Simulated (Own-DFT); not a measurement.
## Calculated data, TiO₂ (rutile, atoms displaced)

All values are calculated (Own-DFT development build). A calculation, not a measurement: plane-wave PBE density functional theory by an unreviewed code, no spin, of a simulated periodic cell, stress positive in tension, free energy of the whole cell less one offset for each atom, oxygen file: force components 24 meV/angstrom off all-electron in one glass; forces on such cells passed a denser k mesh, this cell's mesh not checked; offsets are fitted by least squares, one for each functional and potential file, so energies compare only between cells with the same atoms and settings and are not formation energies; the far tail of each file's local potential was reset to the Coulomb form; each entry is a single point on an unrelaxed cell, so the pressure reflects the starting lattice, mostly measured values (interpolated for alloys), from which strain is counted, and rises with the displacements; printed positions are rounded, which can move forces by about a meV/angstrom; the program, named Own-DFT, is a retired in-house code; no spin-orbit coupling; before rounding, a Quantum ESPRESSO 7.3.1 run of the same cell and cutoff gave forces within 1 meV/angstrom rms on each cell, which checks the program and not the settings.

Settings shared by all entries: functional PBE; potential files PseudoDojo norm-conserving, scalar-relativistic, standard set; wave cutoff 72 hartree; occupations Fermi-Dirac; smearing width 0.1 eV; k mesh 3 x 3 x 3 centred on Gamma.

(1) TiO₂ (rutile, atoms displaced)

```
TiO2
1.0
      9.1874     0.0000     0.0000
      0.0000     9.1874     0.0000
      0.0000     0.0000     8.8761
Ti O Ti O Ti O Ti O Ti O Ti O Ti O Ti O Ti O Ti O Ti O Ti O
2 4 2 4 2 4 2 4 2 4 2 4 2 4 2 4 2 4 2 4 2 4 2 4
Direct
  0.00063 0.99410 0.00150
  0.24083 0.24554 0.15901
  0.14799 0.14284 0.01240
  0.34624 0.35182 0.00053
  0.41087 0.09336 0.16751
  0.09462 0.40525 0.16316
  0.99374 0.99821 0.33091
  0.24525 0.25382 0.50443
  0.14907 0.15098 0.32972
  0.35392 0.33839 0.32453
  0.40196 0.10510 0.49278
  0.09279 0.39629 0.49601
  0.00288 0.00397 0.65682
  0.25488 0.24645 0.83637
  0.15968 0.15087 0.67328
  0.35301 0.34042 0.65960
  0.39906 0.10127 0.84006
  0.10198 0.40513 0.82732
  0.00641 0.50110 0.99507
  0.24425 0.74481 0.16701
  0.15727 0.64000 0.00380
  0.34228 0.84134 0.00054
  0.40876 0.59757 0.17421
  0.10578 0.90883 0.17554
  0.99520 0.48659 0.33632
  0.24002 0.75170 0.50100
  0.15567 0.65348 0.33527
  0.34677 0.84236 0.34219
  0.39634 0.58913 0.49995
  0.09555 0.89671 0.48714
  0.99952 0.50387 0.66301
  0.24645 0.74433 0.82723
  0.14535 0.65845 0.66032
  0.35277 0.85983 0.67140
  0.39514 0.60499 0.82332
  0.09745 0.89424 0.83285
  0.49416 0.00070 0.01198
  0.75543 0.25367 0.16126
  0.66344 0.15555 0.00144
  0.84419 0.34330 0.00338
  0.90013 0.09130 0.16810
  0.59145 0.40925 0.16232
  0.50864 0.00201 0.32911
  0.75016 0.25439 0.49391
  0.65268 0.15100 0.33284
  0.84705 0.35639 0.33574
  0.90181 0.09650 0.49960
  0.59072 0.40571 0.49139
  0.49929 0.99608 0.66308
  0.75337 0.24858 0.84431
  0.64757 0.14537 0.66063
  0.85530 0.34767 0.67291
  0.90035 0.10398 0.84076
  0.60161 0.40527 0.83095
  0.49992 0.50012 0.00417
  0.75001 0.74191 0.16650
  0.65480 0.66451 0.99770
  0.84551 0.84268 0.00345
  0.89601 0.59256 0.16922
  0.59079 0.89539 0.18131
  0.50760 0.50256 0.33980
  0.74155 0.75482 0.50424
  0.65706 0.65313 0.33067
  0.84695 0.85498 0.33995
  0.89956 0.60015 0.49375
  0.59419 0.90086 0.50630
  0.50309 0.50008 0.65734
  0.75224 0.74724 0.83000
  0.64463 0.64901 0.67076
  0.85223 0.83752 0.66804
  0.90588 0.59741 0.83921
  0.59818 0.90494 0.83035
```

- free energy of cell above offsets: -16.331 eV
- pressure: 6.93 GPa
- stress xx: -6.72 GPa
- stress yy: -6.88 GPa
- stress zz: -7.19 GPa
- stress yz: 0.44 GPa
- stress xz: -0.22 GPa
- stress xy: -0.36 GPa

Force:
```csv
element,x (eV/Å),y (eV/Å),z (eV/Å)
Ti,-0.346,-0.896,-0.611
Ti,0.777,1.158,3.226
O,0.398,0.531,-1.648
O,-0.26,-0.343,-0.193
O,-1.156,1.043,-0.125
O,0.293,-0.821,0.308
Ti,0.598,0.029,-0.625
Ti,2.086,-0.994,-2.073
O,0.013,0.446,0.038
O,-0.616,0.426,0.371
O,-0.009,-0.672,0.29
O,0.025,0.457,0.672
Ti,0.13,-0.449,1.132
Ti,0.759,0.326,-0.645
O,-1.387,-0.937,-0.364
O,-0.306,0.381,1.076
O,0.264,-0.06,0.707
O,-0.146,-0.149,0.304
Ti,0.167,0.132,0.422
Ti,1.217,0.39,1.025
O,-0.317,0.465,-0.238
O,0.719,0.912,0.048
O,-0.704,0.647,-0.981
O,-0.509,-0.703,-0.926
Ti,0.971,2.418,-0.898
Ti,1.744,0.419,-1.971
O,-0.84,-0.832,-0.045
O,0.313,0.38,-0.441
O,0.062,0.484,0.11
O,-0.524,1.036,1.831
Ti,-0.911,-0.41,0.28
Ti,1.302,0.615,0.784
O,-0.247,-0.635,0.667
O,-1.997,-1.779,-0.156
O,0.59,-1.008,0.2
O,-0.957,1.059,0.017
Ti,0.155,-1.698,-2.493
Ti,-0.669,-0.746,0.486
O,-1.695,-1.17,1.036
O,1.267,1.282,0.158
O,-0.689,1.016,-0.506
O,1.688,-1.308,-0.009
Ti,-1.765,-0.09,2.314
Ti,-0.844,-1.245,2.55
O,1.001,0.956,0.148
O,-1.233,-1.517,-0.288
O,-0.06,0.603,0.749
O,2.266,-1.713,1.394
Ti,-0.039,1.221,0.766
Ti,-0.781,0.125,-3.03
O,1.386,1.783,-0.221
O,-0.609,-0.009,-1.026
O,1.115,-1.233,-0.684
O,-0.371,0.067,0.424
Ti,-0.478,0.556,-0.602
Ti,0.771,0.172,-0.308
O,-1.213,-1.452,0.224
O,0.941,0.94,-0.148
O,0.341,0.128,-0.347
O,0.719,-0.172,-1.753
Ti,-2.48,0.394,-2.193
Ti,0.787,-0.045,-0.776
O,-0.411,-0.29,1.036
O,-0.815,-0.814,-0.103
O,0.306,-0.513,0.513
O,0.73,-0.635,-0.826
Ti,-1.1,-0.039,2.031
Ti,-0.717,1.036,0.949
O,0.952,0.589,-0.543
O,0.294,0.901,-0.467
O,-0.312,0.007,-0.635
O,0.364,-0.154,0.608
```

(2) TiO₂ (rutile, atoms displaced)

```
TiO2
1.0
      9.1874     0.0000     0.0000
      0.0000     9.1874     0.0000
      0.0000     0.0000     8.8761
Ti O Ti O Ti O Ti O Ti O Ti O Ti O Ti O Ti O Ti O Ti O Ti O
2 4 2 4 2 4 2 4 2 4 2 4 2 4 2 4 2 4 2 4 2 4 2 4
Direct
  0.99924 0.00121 0.99682
  0.24103 0.25845 0.16917
  0.15924 0.15728 0.99936
  0.35151 0.34682 0.00498
  0.39714 0.10092 0.16292
  0.08982 0.41125 0.17552
  0.99643 0.99799 0.33626
  0.24379 0.24383 0.49656
  0.15641 0.15292 0.33088
  0.34864 0.34939 0.32422
  0.40894 0.09506 0.49565
  0.09833 0.40435 0.50111
  0.99893 0.01171 0.66312
  0.25026 0.24162 0.83190
  0.14499 0.15848 0.67352
  0.35378 0.35384 0.66939
  0.39317 0.09682 0.83044
  0.08948 0.40642 0.83219
  0.00976 0.50992 0.00460
  0.24848 0.74885 0.16682
  0.15505 0.65124 0.01740
  0.35178 0.85285 0.00025
  0.41221 0.59955 0.16606
  0.10005 0.90359 0.15850
  0.99979 0.49555 0.33429
  0.25743 0.75314 0.49433
  0.14852 0.64794 0.32673
  0.34799 0.84501 0.33174
  0.39038 0.59905 0.50583
  0.09751 0.90453 0.50373
  0.99806 0.49624 0.66476
  0.24529 0.75201 0.83433
  0.15210 0.65723 0.66853
  0.34251 0.84752 0.65759
  0.40781 0.58710 0.83371
  0.10323 0.89733 0.82684
  0.50569 0.00870 0.00275
  0.74736 0.25255 0.17272
  0.65648 0.14756 0.99347
  0.84202 0.35174 0.99181
  0.90106 0.09478 0.17450
  0.59828 0.40132 0.16574
  0.49388 0.00737 0.33801
  0.75201 0.25799 0.48957
  0.64822 0.14978 0.33096
  0.84896 0.34182 0.32982
  0.90821 0.09473 0.49125
  0.60498 0.40570 0.50453
  0.50913 0.99877 0.65928
  0.75274 0.25485 0.84061
  0.66778 0.15823 0.65855
  0.85447 0.34324 0.66038
  0.90459 0.09230 0.83819
  0.59231 0.40003 0.82867
  0.48721 0.50642 0.00570
  0.75121 0.75217 0.16280
  0.64778 0.65064 0.99967
  0.84483 0.84188 0.99470
  0.89919 0.59717 0.17067
  0.60182 0.90255 0.17430
  0.50173 0.50370 0.33908
  0.74982 0.74807 0.49540
  0.63712 0.65189 0.32814
  0.85077 0.85782 0.32933
  0.90739 0.60059 0.49178
  0.59941 0.90133 0.49918
  0.50037 0.49181 0.66871
  0.75693 0.73985 0.83273
  0.65199 0.65478 0.66373
  0.83216 0.85818 0.66639
  0.90904 0.58600 0.82439
  0.59610 0.90977 0.82584
```

- free energy of cell above offsets: -16.498 eV
- pressure: 7.14 GPa
- stress xx: -6.95 GPa
- stress yy: -7.08 GPa
- stress zz: -7.4 GPa
- stress yz: -0.95 GPa
- stress xz: 0.06 GPa
- stress xy: -0.35 GPa

Force:
```csv
element,x (eV/Å),y (eV/Å),z (eV/Å)
Ti,0.482,-0.243,1.1
Ti,1.487,-0.188,-1.102
O,-1.517,-0.683,0.124
O,-0.828,0.023,-0.132
O,0.614,-0.376,0.414
O,1.3,-1.801,-1.801
Ti,0.737,-0.97,-0.837
Ti,0.576,1.382,0.053
O,-0.152,0.014,0.756
O,-0.368,-0.218,1.253
O,-1.776,1.594,0.899
O,0.953,-1.223,-0.593
Ti,-0.681,-1.753,-0.298
Ti,1.24,1.14,0.966
O,0.361,0.121,-1.333
O,-1.615,-1.747,-0.832
O,0.623,0.057,-0.176
O,1.291,-0.695,0.813
Ti,-1.122,-0.956,-1.105
Ti,0.747,1.604,0.946
O,-0.454,-0.576,-2.111
O,-0.442,-0.922,-0.191
O,-1.379,0.674,0.914
O,0.081,-0.096,0.147
Ti,-0.072,1.879,1.055
Ti,-0.986,-0.566,1.149
O,0.468,0.479,0.063
O,0.285,0.584,-0.115
O,1.306,-1.045,-0.926
O,-0.099,0.2,0.062
Ti,0.809,0.062,0.041
Ti,0.971,0.252,-1.534
O,-0.156,-0.452,0.316
O,0.878,0.546,1.067
O,-1.42,1.712,0.052
O,-0.923,0.807,0.66
Ti,-0.839,-1.216,-0.146
Ti,-0.646,-0.015,-1.726
O,0.143,0.358,0.635
O,0.741,0.172,1.302
O,0.062,0.542,-1.427
O,0.481,-0.481,0.6
Ti,0.457,-1.103,-2.419
Ti,-0.776,-0.88,3.134
O,0.601,0.729,-0.02
O,0.526,0.566,-0.523
O,-0.621,1.131,0.835
O,-0.134,0.002,-1.183
Ti,0.755,-0.28,2.093
Ti,-0.902,0.379,-1.565
O,-1.406,-1.183,-0.086
O,0.144,0.272,-0.091
O,-0.063,0.472,-0.261
O,1.356,-0.807,0.416
Ti,0.988,-0.967,-1.159
Ti,-0.908,0.065,-0.335
O,1.025,0.677,-0.185
O,0.756,0.527,0.24
O,-0.353,0.199,-0.417
O,-0.248,0.332,-0.736
Ti,-0.394,-0.276,-0.222
Ti,0.144,0.076,1.329
O,1.724,0.988,0.549
O,-1.034,-1.701,0.237
O,-1.107,0.534,0.454
O,-0.27,0.096,-0.481
Ti,-0.008,0.526,0.988
Ti,-0.996,0.185,-0.985
O,0.403,-0.029,-0.263
O,1.014,-0.518,-0.227
O,-1.839,2.351,1.527
O,0.007,-0.345,0.355
```

(3) TiO₂ (rutile, atoms displaced)

```
TiO2
1.0
      9.1874     0.0000     0.0000
      0.0000     9.1874     0.0000
      0.0000     0.0000     8.8761
Ti O Ti O Ti O Ti O Ti O Ti O Ti O Ti O Ti O Ti O Ti O Ti O
2 4 2 4 2 4 2 4 2 4 2 4 2 4 2 4 2 4 2 4 2 4 2 4
Direct
  0.99832 0.00172 0.00017
  0.25139 0.25937 0.16547
  0.14058 0.14848 0.00491
  0.35096 0.34822 0.00340
  0.39741 0.10263 0.16442
  0.09547 0.39961 0.16315
  0.00311 0.99983 0.33756
  0.25300 0.24918 0.49948
  0.16295 0.14341 0.33416
  0.35279 0.35237 0.32696
  0.39735 0.08570 0.50370
  0.10318 0.38738 0.49708
  0.00231 0.99443 0.66729
  0.25432 0.25169 0.83249
  0.14928 0.15560 0.66216
  0.34331 0.34878 0.66971
  0.39485 0.10413 0.84144
  0.09588 0.40664 0.83797
  0.01620 0.50970 0.00445
  0.24741 0.74517 0.15597
  0.14270 0.65090 0.99793
  0.35315 0.84842 0.99425
  0.40886 0.59387 0.16543
  0.10124 0.89278 0.17085
  0.00027 0.50294 0.33920
  0.24745 0.74923 0.50888
  0.16064 0.64914 0.32757
  0.35777 0.84471 0.32826
  0.40242 0.59255 0.51198
  0.09871 0.90349 0.48798
  0.99807 0.49103 0.66960
  0.24704 0.74537 0.84388
  0.14875 0.65325 0.66075
  0.34835 0.84983 0.65488
  0.40964 0.59787 0.82796
  0.09222 0.90094 0.83861
  0.50208 0.99993 0.99259
  0.74770 0.25957 0.16831
  0.65680 0.14950 0.00815
  0.84679 0.34641 0.00061
  0.89963 0.10207 0.16650
  0.59437 0.39799 0.16461
  0.50725 0.00680 0.33763
  0.74525 0.25585 0.50581
  0.64572 0.14851 0.34755
  0.84964 0.35311 0.32640
  0.90163 0.09148 0.49992
  0.59889 0.39967 0.50300
  0.49493 0.99442 0.66643
  0.74890 0.24829 0.83016
  0.65477 0.15540 0.66600
  0.84528 0.34835 0.66716
  0.89828 0.09798 0.83205
  0.59718 0.40711 0.82875
  0.50482 0.50348 0.99874
  0.75284 0.75294 0.16506
  0.64713 0.65602 0.98405
  0.84614 0.85195 0.99067
  0.89611 0.60608 0.16070
  0.60037 0.90120 0.16192
  0.49326 0.49936 0.33102
  0.73764 0.75084 0.48869
  0.65301 0.65657 0.32335
  0.83827 0.85445 0.33245
  0.89736 0.59575 0.50745
  0.59732 0.90034 0.49987
  0.49701 0.49840 0.66794
  0.75101 0.75084 0.83274
  0.65329 0.64989 0.66751
  0.84198 0.84669 0.67027
  0.90404 0.59734 0.82566
  0.60472 0.90344 0.83653
```

* free energy of cell above offsets: -16.419 eV
* pressure: 6.1 GPa
* stress xx: -6.17 GPa
* stress yy: -6.48 GPa
* stress zz: -5.64 GPa
* stress yz: 0.5 GPa
* stress xz: -0.36 GPa
* stress xy: -0.82 GPa

Force:
```csv
element,x (eV/Å),y (eV/Å),z (eV/Å)
Ti,-0.756,0.954,1.202
Ti,0.065,-2.271,-0.256
O,1.335,1.117,-0.501
O,-0.553,0.145,-0.759
O,0.705,-0.426,0.01
O,-0.134,0.778,0.512
Ti,-0.711,1.212,-1.242
Ti,-0.621,-0.947,-0.234
O,-0.191,0.804,0.059
O,-0.413,-0.27,0.77
O,0.259,0.882,0.415
O,-1.215,1.777,-0.442
Ti,-1.354,0.287,-0.288
Ti,-0.968,-0.254,0.351
O,0.244,-0.364,0.589
O,0.181,-0.284,0.013
O,0.846,-0.956,-1.024
O,0.729,-0.542,-0.19
Ti,-4.455,-3.209,-0.546
Ti,1.119,2.339,4.837
O,2.625,2.142,-0.523
O,-1.327,-1.38,-0.531
O,-0.835,0.626,-0.301
O,-0.278,-0.003,-0.683
Ti,-0.485,0.134,0.246
Ti,0.538,0.005,-2.494
O,-0.744,-0.72,0.051
O,-0.823,-0.691,-0.208
O,-0.448,0.513,-1.691
O,0.455,-0.923,1.567
Ti,-0.629,0.912,0.556
Ti,0.676,0.84,-2.591
O,0.353,0.031,0.93
O,-0.132,-0.109,1.816
O,-2.143,1.182,0.952
O,1.396,-1.004,-0.757
Ti,1.126,0.843,2.454
Ti,1.258,-0.89,-1.43
O,-0.668,0.037,-0.998
O,-0.252,0.255,0.012
O,0.495,-0.78,0.333
O,-0.15,0.634,0.414
Ti,-1.602,-1.124,-2.261
Ti,0.327,-0.544,-0.833
O,1.019,1.126,-0.527
O,-0.01,0.087,0.948
O,0.05,0.47,0.267
O,-0.114,0.2,-0.724
Ti,0.643,0.174,-0.222
Ti,0.286,0.001,2.178
O,-0.911,-0.672,-0.09
O,0.512,0.006,0.018
O,0.487,-0.222,-0.498
O,0.434,-1.098,0.772
Ti,0.953,-0.188,-0.464
Ti,-0.23,1.049,-0.828
O,-0.282,-0.72,1.673
O,0.143,-0.357,0.921
O,1.337,-1.003,0.417
O,-0.541,0.526,-0.016
Ti,0.504,0.323,0.597
Ti,0.767,-0.488,1.845
O,-0.714,-0.92,0.561
O,0.464,-0.389,-0.031
O,1.002,-0.522,-1.185
O,-0.311,0.318,0.862
Ti,1.38,0.389,-0.212
Ti,0.688,-0.458,-1.179
O,-0.384,0.066,-0.734
O,1.111,0.798,-1.169
O,0.449,-0.362,0.351
O,-1.576,1.108,-0.838
```
